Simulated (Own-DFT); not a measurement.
## Calculated data, GaN (wurtzite, strained, atoms displaced)

All values are calculated (Own-DFT development build). A calculation, not a measurement: plane-wave PBE density functional theory by an unreviewed code, no spin, of a simulated periodic cell, stress positive in tension, free energy of the whole cell less one offset for each atom, forces on such cells passed a denser k mesh, this cell's mesh not checked; offsets are fitted by least squares, one for each functional and potential file, so energies compare only between cells with the same atoms and settings and are not formation energies; the far tail of each file's local potential was reset to the Coulomb form; each entry is a single point on an unrelaxed cell, so the pressure reflects the starting lattice, mostly measured values (interpolated for alloys), from which strain is counted, and rises with the displacements; printed positions are rounded, which can move forces by about a meV/angstrom; the program, named Own-DFT, is a retired in-house code; no spin-orbit coupling.

Common to all runs: functional PBE; potential files PseudoDojo norm-conserving, scalar-relativistic, standard set with the stringent files for Ga; wave cutoff 96 hartree; occupations Gaussian; smearing width 0.01 eV; k mesh 3 x 4 x 3 centred on Gamma.

(1) GaN (wurtzite, strained, atoms displaced)

```xyz
96
Lattice="12.7560 0.0000 0.0638 -4.7835 8.2853 -0.0239 0.0518 0.0000 10.3700" Properties=species:S:1:pos:R:3 GaN
Ga    -0.1178     1.8575     0.0279
Ga     1.6234     0.9647     2.5592
N      0.0341     1.7981     1.8857
N      1.7252     0.8936     4.5615
Ga    -0.0203     1.8827     5.1129
Ga     1.7149     0.9548     7.8134
N     -0.0209     1.8574     7.1886
N      1.6212     0.9123     9.7262
Ga    -1.5944     4.4875    10.3252
Ga     0.0280     3.7092     2.5223
N     -1.6223     4.5832     1.9573
N     -0.0088     3.6850     4.4992
Ga    -1.5924     4.5909     5.1279
Ga    -0.0183     3.7217     7.7775
N     -1.5476     4.7035     7.1297
N      0.0882     3.7108     9.6633
Ga    -3.1633     7.3475    -0.0105
Ga    -1.4682     6.3903     2.5828
N     -3.3095     7.3431     1.8707
N     -1.5405     6.4208     4.5398
Ga    -3.1825     7.3672     5.1350
Ga    -1.5936     6.4202     7.6655
N     -3.1937     7.2569     7.0828
N     -1.4625     6.4071     9.6821
Ga     3.2472     1.9418     0.0693
Ga     4.7769     0.9545     2.6292
N      3.1438     1.7771     1.9708
N      4.7871     0.9588     4.6173
Ga     3.2492     1.8653     5.1161
Ga     4.8473     0.8721     7.8307
N      3.2271     1.9233     7.2128
N      4.9300     0.9361     9.8312
Ga     1.6231     4.5425    10.3628
Ga     3.1472     3.6958     2.5659
N      1.5825     4.5682     1.9395
N      3.1570     3.6386     4.4999
Ga     1.5870     4.6069     5.1672
Ga     3.3311     3.6123     7.8548
N      1.6933     4.7023     7.1559
N      3.3016     3.7188     9.7719
Ga    -0.0839     7.3095     0.0771
Ga     1.5774     6.4791     2.5670
N     -0.0019     7.3184     1.9116
N      1.5386     6.4041     4.5208
Ga     0.0227     7.2644     5.2569
Ga     1.6473     6.4716     7.7774
N      0.0616     7.3252     7.1815
N      1.7226     6.4115     9.7695
Ga     6.4199     1.8522    10.3673
Ga     8.0318     0.9173     2.5895
N      6.3476     1.9106     1.9231
N      7.9800     0.9021     4.6014
Ga     6.4549     1.8890     5.2516
Ga     8.0408     1.0000     7.7612
N      6.3681     1.8460     7.2579
N      8.0332     0.8152     9.7992
Ga     4.7145     4.7133     0.0239
Ga     6.4442     3.7235     2.6478
N      4.8510     4.5687     1.9795
N      6.3635     3.6546     4.6179
Ga     4.8579     4.6638     5.2302
Ga     6.4957     3.7011     7.6654
N      4.7590     4.5613     7.1526
N      6.3515     3.6487     9.7825
Ga     3.1010     7.3205     0.0820
Ga     4.8569     6.4519     2.5497
N      3.1560     7.3700     2.0088
N      4.8140     6.5244     4.5922
Ga     3.1938     7.2996     5.2485
Ga     4.7721     6.3455     7.7790
N      3.2717     7.4220     7.1667
N      4.7231     6.4329     9.7991
Ga     9.5354     1.9134     0.0676
Ga    11.2416     0.9068     2.6747
N      9.5593     1.8456     1.9622
N     11.1583     0.8947     4.5567
Ga     9.5923     1.9382     5.2966
Ga    11.1805     0.8795     7.7669
N      9.6267     1.8627     7.1274
N     11.2305     0.8459     9.7381
Ga     8.0543     4.5415     0.0468
Ga     9.5714     3.7157     2.6874
N      8.0254     4.5685     2.0296
N      9.4257     3.7292     4.6095
Ga     7.9909     4.6925     5.2763
Ga     9.6471     3.6161     7.8535
N      8.0679     4.5178     7.1964
N      9.5845     3.6559     9.7887
Ga     6.3752     7.3974     0.0823
Ga     7.9938     6.4996     2.7102
N      6.3660     7.3659     1.9251
N      8.0269     6.5040     4.5747
Ga     6.3619     7.3881     5.2222
Ga     8.0236     6.5314     7.8493
N      6.4635     7.3161     7.2348
N      8.0726     6.3500     9.7539
```

- free energy of cell above offsets: -4.348 eV
- pressure: 7.12 GPa
- stress xx: -6.92 GPa
- stress yy: -7.25 GPa
- stress zz: -7.18 GPa
- stress yz: 0.6 GPa
- stress xz: 1.22 GPa
- stress xy: -1.26 GPa

Force:
```
element  x (eV/Å)  y (eV/Å)  z (eV/Å)
     Ga     1.594    -0.606    -1.979
     Ga    -0.861     -1.94     0.638
      N    -0.532     1.086     1.414
      N    -2.025     0.452    -0.594
     Ga     1.113    -1.015     1.229
     Ga      -1.4    -0.437    -0.304
      N     0.854     0.098    -1.397
      N     0.488     0.538     0.706
     Ga       1.3     2.031     0.377
     Ga     -0.77    -0.924     0.538
      N     0.713    -0.273     -0.65
      N    -0.146    -0.008    -0.212
     Ga    -0.509    -0.014     0.529
     Ga     1.476     0.077    -1.017
      N    -0.554    -3.126    -0.971
      N    -1.384    -0.994     1.242
     Ga    -0.113    -0.063    -0.933
     Ga     -2.29     0.552       0.2
      N     2.427     0.693     1.262
      N     -0.66     0.009    -0.291
     Ga     1.035     0.339     0.416
     Ga     0.468     1.717     1.983
      N     1.124     2.137    -0.377
      N    -1.813    -0.737    -0.078
     Ga    -0.256    -1.816    -1.041
     Ga     0.731    -0.115     0.135
      N     1.438      1.45    -0.147
      N      1.36    -1.332    -0.446
     Ga    -0.337      0.17     1.665
     Ga    -0.758     0.421     0.696
      N     0.644    -2.401    -1.445
      N    -2.539    -1.446    -0.902
     Ga     0.802     1.158    -0.431
     Ga     1.321    -0.296     0.438
      N       0.2     0.911    -0.306
      N     0.534     1.591     0.366
     Ga     0.627    -0.588      0.78
     Ga    -1.886     1.672     0.065
      N    -0.472    -1.923    -0.369
      N    -1.289    -0.379     0.126
     Ga      1.88     0.854    -2.303
     Ga      0.38    -0.693     0.499
      N     0.239     1.079     1.541
      N     1.136     0.369     -0.02
     Ga    -0.053     1.861    -0.561
     Ga     0.686     0.051     1.262
      N     -0.65     0.669    -0.422
      N    -2.412    -0.592    -0.438
     Ga     1.341     0.248     0.279
     Ga    -1.433     0.489     0.739
      N     0.571    -0.976     1.427
      N     0.622     0.181     0.012
     Ga    -0.856    -1.465    -0.033
     Ga    -0.654    -1.219     1.515
      N     1.002    -0.119    -1.401
      N     0.305     1.998    -0.737
     Ga     1.973    -1.882      0.61
     Ga    -0.549    -0.929    -0.267
      N    -1.154     0.772     0.338
      N     0.787     1.564    -0.129
     Ga    -1.469      -0.7    -0.891
     Ga    -1.805    -0.264     2.698
      N     1.834     0.445    -0.512
      N     1.204     1.449    -1.017
     Ga      1.12     0.866    -0.342
     Ga    -1.513    -0.536     0.855
      N     0.813    -0.413      0.14
      N    -0.048    -1.288    -0.775
     Ga    -0.575     1.095    -0.771
     Ga     0.402     1.429     1.222
      N    -0.357    -0.364     -0.16
      N     1.588     1.434    -0.954
     Ga    -0.175    -2.996    -0.447
     Ga    -1.271     0.215    -1.192
      N     1.306     0.389     1.036
      N     0.087     1.003     0.972
     Ga    -0.739    -1.222    -2.468
     Ga     0.361    -0.016     1.016
      N     0.345    -0.273     1.481
      N    -0.964     1.491     0.129
     Ga    -3.204     0.906     0.442
     Ga    -0.246    -0.957    -0.182
      N    -0.255      1.25    -0.324
      N     2.517    -0.452    -0.137
     Ga    -1.025    -0.237    -0.049
     Ga     0.069     1.411    -0.555
      N     0.511     1.616     -0.35
      N     1.218    -0.376    -1.103
     Ga     -0.04     -1.52    -2.065
     Ga    -0.604    -1.237    -1.764
      N     0.862     0.338     1.802
      N    -1.336    -0.395     0.798
     Ga     0.816    -0.023     0.772
     Ga    -0.013    -2.058      0.72
      N    -1.714     0.099     -1.39
      N    -0.521     0.964     0.542
```

(2) GaN (wurtzite, strained, atoms displaced)

```xyz
96
Lattice="12.7560 0.0000 0.0638 -4.7835 8.2853 -0.0239 0.0518 0.0000 10.3700" Properties=species:S:1:pos:R:3 GaN
Ga     0.0632     1.8252    10.3682
Ga     1.6643     0.9099     2.6048
N      0.0542     1.8302     1.9229
N      1.5076     0.9017     4.4661
Ga     0.0521     1.8780     5.1879
Ga     1.6452     0.9279     7.8215
N     -0.0551     1.7312     7.1728
N      1.6253     0.9303     9.7660
Ga    -1.6324     4.7097     0.0219
Ga    -0.0811     3.7435     2.5825
N     -1.5628     4.6329     2.0090
N     -0.0163     3.6976     4.5544
Ga    -1.6350     4.6532     5.1232
Ga     0.0843     3.6936     7.7795
N     -1.5300     4.6008     7.0399
N      0.1193     3.6218     9.7927
Ga    -3.0464     7.3637    10.2577
Ga    -1.5999     6.4259     2.5497
N     -3.1574     7.3524     1.9105
N     -1.5322     6.4185     4.5217
Ga    -3.1176     7.3783     5.1283
Ga    -1.6274     6.4226     7.7874
N     -3.1341     7.3255     7.0842
N     -1.5866     6.4492     9.7364
Ga     3.1802     1.8903     0.0452
Ga     4.9041     0.9236     2.5401
N      3.1128     1.8422     1.9088
N      4.8223     0.8709     4.5977
Ga     3.2855     1.7777     5.2985
Ga     4.7723     0.9685     7.8184
N      3.2095     1.8114     7.1044
N      4.8208     0.8616     9.8088
Ga     1.5605     4.5741     0.0513
Ga     3.2236     3.6464     2.5910
N      1.5717     4.6410     1.9095
N      3.2673     3.7006     4.5514
Ga     1.5960     4.6184     5.1357
Ga     3.2670     3.6424     7.7278
N      1.5686     4.5473     7.1470
N      3.2515     3.7036     9.7092
Ga     0.0474     7.3926    10.3485
Ga     1.6595     6.4089     2.6086
N     -0.0399     7.3674     1.8659
N      1.5474     6.4122     4.5372
Ga     0.0702     7.2912     5.1640
Ga     1.6809     6.4435     7.8498
N      0.1217     7.3953     7.1625
N      1.6262     6.5429     9.8337
Ga     6.4395     1.8175    10.3654
Ga     7.9756     0.8644     2.6640
N      6.4476     1.7903     1.9743
N      7.9921     0.9689     4.5687
Ga     6.3486     1.7862     5.2723
Ga     8.0699     0.9667     7.7804
N      6.3542     1.7619     7.1815
N      8.0381     0.8944     9.7686
Ga     4.7171     4.6182     0.0363
Ga     6.3313     3.7720     2.6251
N      4.8321     4.5624     1.8927
N      6.4620     3.6996     4.5135
Ga     4.8758     4.6703     5.2082
Ga     6.4516     3.5594     7.8167
N      4.8769     4.5942     7.1478
N      6.4371     3.7126     9.7577
Ga     3.2186     7.3391    10.3624
Ga     4.7994     6.3501     2.5708
N      3.2109     7.2929     1.9785
N      4.8426     6.4043     4.6799
Ga     3.1367     7.3759     5.2621
Ga     4.8139     6.4216     7.8077
N      3.2486     7.3232     7.0781
N      4.7920     6.3750     9.7084
Ga     9.5710     1.8135    10.3779
Ga    11.1281     1.0109     2.5570
N      9.5587     1.8253     1.9607
N     11.1973     0.9240     4.6758
Ga     9.5820     1.8352     5.2779
Ga    11.2294     0.9050     7.8415
N      9.6275     1.8556     7.2311
N     11.2338     0.9926     9.7885
Ga     7.9388     4.6138     0.1683
Ga     9.5763     3.7590     2.6827
N      8.0276     4.6397     1.9841
N      9.5518     3.6040     4.6444
Ga     7.8734     4.4926     5.2032
Ga     9.5848     3.7675     7.7953
N      8.0071     4.6412     7.1585
N      9.6029     3.6299     9.6810
Ga     6.4454     7.3838     0.0561
Ga     7.9805     6.3907     2.6560
N      6.4545     7.3581     1.9457
N      8.0289     6.5197     4.6552
Ga     6.4031     7.4161     5.2036
Ga     8.1091     6.4601     7.7882
N      6.5174     7.3148     7.0917
N      8.0072     6.3960     9.8317
```

- free energy of cell above offsets: -4.602 eV
- pressure: 7.07 GPa
- stress xx: -7.1 GPa
- stress yy: -6.25 GPa
- stress zz: -7.87 GPa
- stress yz: 0.62 GPa
- stress xz: 0.85 GPa
- stress xy: -0.21 GPa

Force:
```
element  x (eV/Å)  y (eV/Å)  z (eV/Å)
     Ga    -0.313     0.059     0.522
     Ga    -1.538      -0.6     -0.69
      N    -0.596     0.669      0.64
      N     2.206     0.354     1.816
     Ga    -0.991    -0.475     0.237
     Ga    -1.086    -0.415    -0.376
      N      3.23     2.288    -0.863
      N     1.071     -0.24    -0.816
     Ga     0.157    -2.855    -0.377
     Ga     2.388    -1.912     0.403
      N    -1.611    -0.098     -1.41
      N     0.194     0.182    -0.462
     Ga     0.242    -1.272     0.562
     Ga    -1.921    -1.294      0.58
      N     -0.15     0.189     1.369
      N    -1.503     1.576    -1.045
     Ga    -2.928     0.785     2.099
     Ga     0.222     1.593     0.507
      N    -0.222    -0.165    -0.184
      N    -0.374      0.98    -0.446
     Ga    -0.387     0.004    -0.055
     Ga     1.983    -0.167    -0.944
      N     0.895     1.432     0.281
      N     1.957    -0.273    -1.147
     Ga     -0.05    -0.487    -1.025
     Ga    -2.001    -0.613     0.724
      N     2.261     0.478     1.063
      N    -0.139     0.005    -1.007
     Ga    -1.312     0.603     -3.44
     Ga     0.192    -1.814     0.742
      N    -0.162     0.184     2.006
      N    -0.355     2.134    -1.161
     Ga     0.656     0.767    -1.184
     Ga     -0.91     0.138     0.319
      N     0.554    -0.861     1.663
      N    -0.223    -0.466     0.191
     Ga     0.295    -1.097     0.716
     Ga    -0.438     1.138     0.356
      N     2.239     1.132    -0.576
      N    -0.564    -0.402    -0.096
     Ga    -0.531    -0.771     0.249
     Ga    -1.361      0.48    -0.638
      N     0.933    -0.127     1.628
      N     1.923     0.165     -0.42
     Ga    -1.431     0.938     1.187
     Ga    -0.616     -0.17    -0.204
      N    -1.193    -0.468     -0.01
      N     0.019    -2.132    -1.517
     Ga     0.009     0.478     0.313
     Ga       0.8     0.273     -0.53
      N    -0.064     1.475    -0.312
      N    -0.522    -1.002     0.991
     Ga     0.732     0.577    -1.196
     Ga    -0.634    -1.196     0.572
      N      1.21     0.645     0.007
      N    -0.587    -0.251    -0.695
     Ga     1.071    -0.551     -1.74
     Ga     1.866    -1.985    -0.433
      N    -1.125     0.118     1.112
      N    -3.036    -1.784    -0.061
     Ga    -0.563    -1.789     0.546
     Ga      0.05     2.177     0.282
      N    -0.262    -0.912     0.165
      N     -0.39     -0.87     0.488
     Ga     1.041     0.392     0.547
     Ga     0.625     1.711     1.074
      N       0.5     0.575     -0.09
      N    -0.927     1.874    -2.288
     Ga     0.929    -0.199     -2.25
     Ga     1.383     0.187    -0.854
      N    -0.123     0.616     2.369
      N     0.431     1.456     0.807
     Ga     0.949     0.672      0.15
     Ga     1.361    -1.269     1.428
      N    -0.794     1.001     0.245
      N    -0.565     0.978    -1.571
     Ga     0.713    -0.744     -0.08
     Ga    -1.654    -1.412     0.365
      N     -0.15     0.261    -0.481
      N    -0.547    -1.443      0.05
     Ga      0.59    -0.612    -3.144
     Ga    -0.122    -1.738     0.092
      N    -0.758    -1.058      1.68
      N     0.032     1.548      -0.9
     Ga     3.433      2.89     1.343
     Ga      0.57    -0.756    -0.406
      N    -0.521    -1.152    -0.227
      N     0.116     1.343     2.053
     Ga     -0.89     0.174    -1.017
     Ga     0.667     2.167      0.66
      N    -1.262    -0.093     1.142
      N    -0.419    -1.966    -1.298
     Ga     0.457    -0.466    -0.099
     Ga    -2.078    -0.628      0.72
      N    -1.371     0.486     1.979
      N     1.123     0.705    -1.271
```
